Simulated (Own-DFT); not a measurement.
# Shaking the atoms of zincblende GaP, 96 atoms (Ga48P48)

Calculated results; nothing here was measured. They come from Own-DFT, an in-house plane-wave density functional program, since retired, whose code no person has reviewed. Each row is one single-point run on a periodic cell that was not relaxed, without spin or spin-orbit coupling.

Settings of every run: PBE; PseudoDojo norm-conserving scalar-relativistic files; cutoff 42 hartree; 2 x 3 x 3 k mesh centred on Gamma; Fermi-Dirac smearing of 0.1 eV.

Known limits, some of them of some rows only: some atoms lie very close together; forces on such cells moved up to 12 meV/angstrom on a denser k mesh; forces on such cells passed a denser k mesh, each cell not checked; stress not checked against mesh or cutoff.

Cell vectors in Å: (16.352, 0.000, 0.000); (0.000, 10.901, 0.000); (0.000, 0.000, 10.901). In each run every atom was moved at random and independently from its ideal site; u is the rms move along one axis. E is the free energy for each atom above the fitted value at u = 0, and F the rms of the force components.

| run | u (Å) | E (meV/atom) | F (eV/Å) | largest force (eV/Å) | P (GPa) |
|---|---|---|---|---|---|
| 1 | 0.0187 | 5.8 | 0.257 | 0.89 | 2.70 |
| 2 | 0.0190 | 6.1 | 0.270 | 1.02 | 2.70 |
| 3 | 0.0487 | ? | ? | ? | ? |
| 4 | 0.0505 | 49.3 | 0.796 | 2.84 | 3.35 |
| 5 | 0.0956 | 152.8 | 1.421 | 5.66 | 4.84 |
| 6 | 0.0985 | 171.8 | 1.554 | 6.65 | 5.17 |
| 7 | 0.1025 | 171.1 | 1.525 | 8.32 | 4.96 |
| 8 | 0.1372 | 363.7 | 2.904 | 22.16 | 8.01 |
| 9 | 0.1893 | 599.6 | 3.089 | 11.54 | 11.37 |

## Worked fit

For small independent moves the energy grows as E = (3/2) K u², with K the mean stiffness felt by one atom. The runs with u up to 0.11 Å give K = 11.6 ± 0.4 eV/Å², with residuals divided by u² + 0.0006 Å², since the noise grows with the moves. The scatter is 3.1 meV/atom at u = 0.05 Å. The forces follow F = G u with G = 14.9 eV/Å²; no force at u = 0 is resolved. G exceeds K because the moves of its neighbours add to the force on an atom, and stiffness differs between atoms. At u = 0.189 Å the parabola gives 621 meV/atom and the run 600. The pressure follows P = 2.66 + 238 u² GPa: at fixed volume, shortened bonds push harder than stretched ones pull.

## Withheld run

Question: what energy and rms force should run 3 give?

The fit gives 41 ± 3 meV/atom and about 0.72 eV/Å. The calculation gave 38.9 meV/atom and 0.673 eV/Å.
